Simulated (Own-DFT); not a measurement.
# How strain changes the stress of diamond-structure GeSn with randomly placed atoms, 64 atoms (Ge56Sn8)

Calculated results; nothing here was measured. They come from Own-DFT, an in-house plane-wave density functional program, since retired, whose code no person has reviewed. Each row is one single-point run on a periodic cell that was not relaxed, without spin or spin-orbit coupling.

Settings of every run: PBE; PseudoDojo norm-conserving scalar-relativistic files; cutoff 49 hartree; 3 x 3 x 3 k mesh centred on Gamma; Fermi-Dirac smearing of 0.1 eV.

Known limits: forces on such cells moved up to 12 meV/angstrom on a denser k mesh; stress not checked against mesh or cutoff.

Unstrained cell vectors in Å: (11.524, 0.000, 0.000); (0.000, 11.524, 0.000); (0.000, 0.000, 11.524). The unstrained cell has measured lattice constants (interpolated for alloys), not those of this functional. That, the random moves and any unrelaxed bonds set the pressure at no strain. Each run strains this cell uniformly, with the atoms carried along. Every atom was also moved at random, by a Gaussian of width 0.05 Å on each axis. The random placing of the alloy's atoms differs from row to row. Strain is the symmetric tensor, in per cent. Stress is positive in tension, and the pressure is minus a third of its trace.

```
run,e_xx (%),e_yy (%),e_zz (%),s_xx (GPa),s_yy (GPa),s_zz (GPa),P (GPa),E (meV/atom)
1,-0.75,-0.75,0.00,-6.58,-6.81,-6.20,6.53,55.0
2,0.25,0.25,0.00,-4.99,-4.97,-5.10,5.02,40.1
3,0.75,0.75,0.00,-3.84,-4.02,-4.43,4.10,16.5
4,-3.00,-3.00,0.00,-10.91,-10.85,-9.07,10.27,86.3
5,-1.50,-1.50,0.00,-7.72,-7.76,-6.84,7.44,43.8
6,2.25,2.25,0.00,-1.75,-1.63,-2.77,2.05,0.0
7,2.75,2.75,0.00,-1.16,-1.16,-2.27,1.53,4.8
8,-2.25,-2.25,0.00,-10.06,-9.62,-8.49,9.39,105.0
9,2.00,2.00,0.00,?,?,?,?,?
```

E is the free energy for each atom above the lowest run shown.

## Worked fit

The change of volume is close to e_xx + e_yy + e_zz. A straight line through the runs shown gives P = 5.53 - 77 x (fractional change of volume) GPa, with an error of 3 on the slope and a scatter of 0.31 GPa. The strain isn't the same on all axes, but the crystal is cubic, so the slope still estimates the bulk modulus, averaged over pressures from 1.5 to 10.3 GPa.

## Withheld run

Question: what pressure should run 9 give? Its volume changes by 4.04 %.

The line gives 2.4 GPa. The calculation gave 2.52 GPa.
